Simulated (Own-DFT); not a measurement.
# Strain and stress in wurtzite AlN, 72 atoms (Al36N36)

These are calculations, not measurements. They come from Own-DFT, an in-house plane-wave density functional program, since retired, whose code no person has reviewed. Each row is one single-point run on a periodic cell that was not relaxed, without spin or spin-orbit coupling.

Settings of every run: PBE; PseudoDojo norm-conserving scalar-relativistic files; cutoff 42 hartree; 4 x 4 x 3 k mesh centred on Gamma; Gaussian smearing of 0.01 eV.

Known limits: k mesh not checked against a denser one; stress not checked against mesh or cutoff.

Unstrained cell vectors in Å: (9.336, 0.000, 0.000); (-4.668, 8.085, 0.000); (0.000, 0.000, 9.964). The unstrained cell has measured lattice constants (interpolated for alloys), not those of this functional. That, the random moves and any unrelaxed bonds set the pressure at no strain. Each run strains this cell uniformly, with the atoms carried along. Every atom was also moved at random, by a Gaussian of width 0.05 Å on each axis. Strain is the symmetric tensor, in per cent. Stress is positive in tension, and the pressure is minus a third of its trace.

```
run  e_xx (%)  e_yy (%)  e_zz (%)  s_xx (GPa)  s_yy (GPa)  s_zz (GPa)  P (GPa)  E (meV/atom)
  1      0.00      0.00     -0.75       -5.61       -7.26       -6.11     6.32           0.0
  2      0.00      0.00      3.00       -4.38       -4.07        8.39     0.02           6.9
  3      0.00      0.00      1.75       -5.61       -2.25        1.65     2.07           9.7
  4      0.00      0.00      1.00       -5.83       -5.60        1.06     3.46           8.7
  5      0.00      0.00      2.25       -5.99       -2.93        5.13     1.26           5.5
  6      0.00      0.00      0.25       -6.77       -4.49       -3.52     4.93          10.3
  7      0.00      0.00     -2.00       -6.71       -8.22      -14.92     9.95          26.7
  8      0.00      0.00     -1.50       -5.23       -8.52      -12.59     8.78          19.5
  9      0.00      0.00      0.75           ?           ?           ?        ?             ?
```

E is the free energy for each atom above the lowest run shown.

## Worked fit

The change of volume is close to e_xx + e_yy + e_zz. A straight line through the runs shown gives P = 5.58 - 196 x (fractional change of volume) GPa, with an error of 8 on the slope and a scatter of 0.40 GPa. The strain isn't the same on all axes and the cell isn't cubic, so the slope belongs to this path and is not the bulk modulus.

## Withheld run

Question: what pressure should run 9 give? Its volume changes by 0.75 %.

The line gives 4.1 GPa. The calculation gave 3.86 GPa.
